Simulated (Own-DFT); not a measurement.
# What a defect does to the pressure of its cell: zincblende GaAs

No measurement is shown. These are fixed-geometry runs of a retired plane-wave code named Own-DFT, which no person has reviewed; spin and spin-orbit coupling are neglected.

Settings: PBE; PseudoDojo norm-conserving scalar-relativistic files; cutoff 42 hartree; 3 x 3 x 3 k mesh centred on Gamma; Fermi-Dirac smearing of 0.1 eV.

Caveats (not all hold for every row): not probed for a lower state with spin; forces on such cells failed a check on a denser k mesh; forces not confirmed at this smearing and k mesh; forces on such cells passed a denser k mesh, each cell not checked; stress not checked against mesh or cutoff.

All runs share one cell, with vectors in Å (11.307, 0.000, 0.000); (0.000, 11.307, 0.000); (0.000, 0.000, 11.307) and a volume of 1445.4 Å³. The atoms are randomly displaced, by u rms on each axis. The defect's site can differ from row to row.

| cell | formula | u (Å) | P (GPa) |
|---|---|---|---|
| no defect | As32Ga32 | 0.0192 | 3.51 |
| no defect | As32Ga32 | 0.0206 | 3.52 |
| no defect | As32Ga32 | 0.0504 | 3.97 |
| one As on a Ga site and one Ga on an As site | As32Ga32 | 0.0301 | 3.92 |
| one As on a Ga site and one Ga on an As site | As32Ga32 | 0.0316 | 3.93 |
| one As on a Ga site and one Ga on an As site | As32Ga32 | 0.0466 | 4.28 |
| two As vacancies | As30Ga32 | 0.0311 | 3.24 |
| two As vacancies | As30Ga32 | 0.0488 | 3.47 |
| two As vacancies | As30Ga32 | 0.0514 | 3.50 |
| one In on a Ga site | As32Ga31In | 0.0295 | 4.29 |
| one In on a Ga site | As32Ga31In | 0.0302 | 4.32 |
| one In on a Ga site | As32Ga31In | 0.0514 | 4.73 |
| one As on a Ga site | As33Ga31 | 0.0281 | 4.28 |
| one As on a Ga site | As33Ga31 | 0.0306 | ? |
| one As on a Ga site | As33Ga31 | 0.0492 | 4.52 |
| one As on a Ga site | As33Ga31 | 0.0500 | 4.67 |

## Working it out

P = P0 + c u² + a shift for each defect gives P0 = 3.43 GPa, c = 214 ± 16 GPa/Å² and a scatter of 0.05 GPa. The shifts, and each times the cell's volume:

- one In on a Ga site: 0.70 ± 0.04 GPa, 6.4 eV
- one As on a Ga site: 0.65 ± 0.04 GPa, 5.9 eV
- one As on a Ga site and one Ga on an As site: 0.32 ± 0.04 GPa, 2.9 eV
- two As vacancies: -0.45 ± 0.04 GPa, -4.1 eV (-2.1 eV for each of its 2 sites)

Against the defect-free cell, a freed cell would be larger where the shift is positive and smaller where it is negative (160.2 GPa Å³ is 1 eV). The atoms around the defects weren't relaxed, which would change these numbers.

## Withheld run

The question: what pressure belongs in the blank (one As on a Ga site, u = 0.0306 Å)?

The fitted form gives 4.28 ± 0.06 GPa. The calculation gave 4.27 GPa.
